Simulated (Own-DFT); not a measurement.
# How much smaller does PBEsol make it? L1_0 TiAl, 32 atoms (Al16Ti16)

Everything here is calculated. The program is Own-DFT (plane waves, in-house, since retired, never reviewed by a person); positions were held fixed, and spin and spin-orbit coupling were off.

Caveats: forces on such cells failed a check on a denser k mesh; stress not checked against mesh or cutoff.

Each geometry was run with PBE and with PBEsol, otherwise alike: PseudoDojo norm-conserving scalar-relativistic files made for PBE; cutoff 42 hartree; 4 x 4 x 4 k mesh centred on Gamma; cold (Marzari-Vanderbilt) smearing of 0.2 eV. Unstrained cell vectors in Å: (5.621, 5.621, 0.000); (-5.622, 5.621, 0.000); (0.000, 0.000, 8.133). Each has a uniform strain, of which the change of volume is shown, and random moves of rms u per axis.

| run | volume change (%) | u (Å) | P with PBE (GPa) | P with PBEsol (GPa) |
|---|---|---|---|---|
| 1 | -2.62 | 0.0474 | 5.06 | 2.09 |
| 2 | 1.85 | 0.0448 | -0.40 | -3.17 |
| 3 | 1.09 | 0.0428 | 0.55 | -2.25 |
| 4 | 1.96 | 0.0506 | -0.39 | -3.15 |
| 5 | -0.22 | 0.0470 | 2.11 | -0.75 |
| 6 | 1.38 | 0.0482 | 0.30 | -2.48 |
| 7 | -1.29 | 0.0520 | 3.50 | 0.59 |
| 8 | 0.01 | 0.0544 | 2.16 | -0.69 |
| 9 | 2.77 | 0.0496 | -1.28 | -4.01 |
| 10 | 0.13 | 0.0533 | 1.83 | -1.01 |
| 11 | 0.45 | 0.0470 | 1.56 | -1.27 |
| 12 | 1.21 | 0.0480 | 0.43 | ? |

Q: by how much does PBEsol shrink this cell, and what belongs in the blank?

## Answer

Write v for the change of volume as a fraction. Fitted to v and u², the PBE pressure has a slope of -119 ± 2 GPa in v, with the ions held to the strained lattice. The difference PBEsol less PBE is -2.85 + 4.5 v GPa (slope ± 0.1) and averages -2.82 GPa. Divided by the mean slope of the two, 117 GPa, that makes PBEsol's volume at a given pressure, near 0 GPa, about 2.4 % smaller, or 0.81 % in lengths. At one volume PBEsol's slope is the smaller by 5 GPa, but its pressure there is lower too. If stiffness rises by about 4 GPa for each GPa, PBEsol at equal pressure is stiffer by about 7 GPa. Files made for PBEsol would give a different shift.

For run 12 the line gives -2.36 GPa. The run itself gave -2.36 GPa.
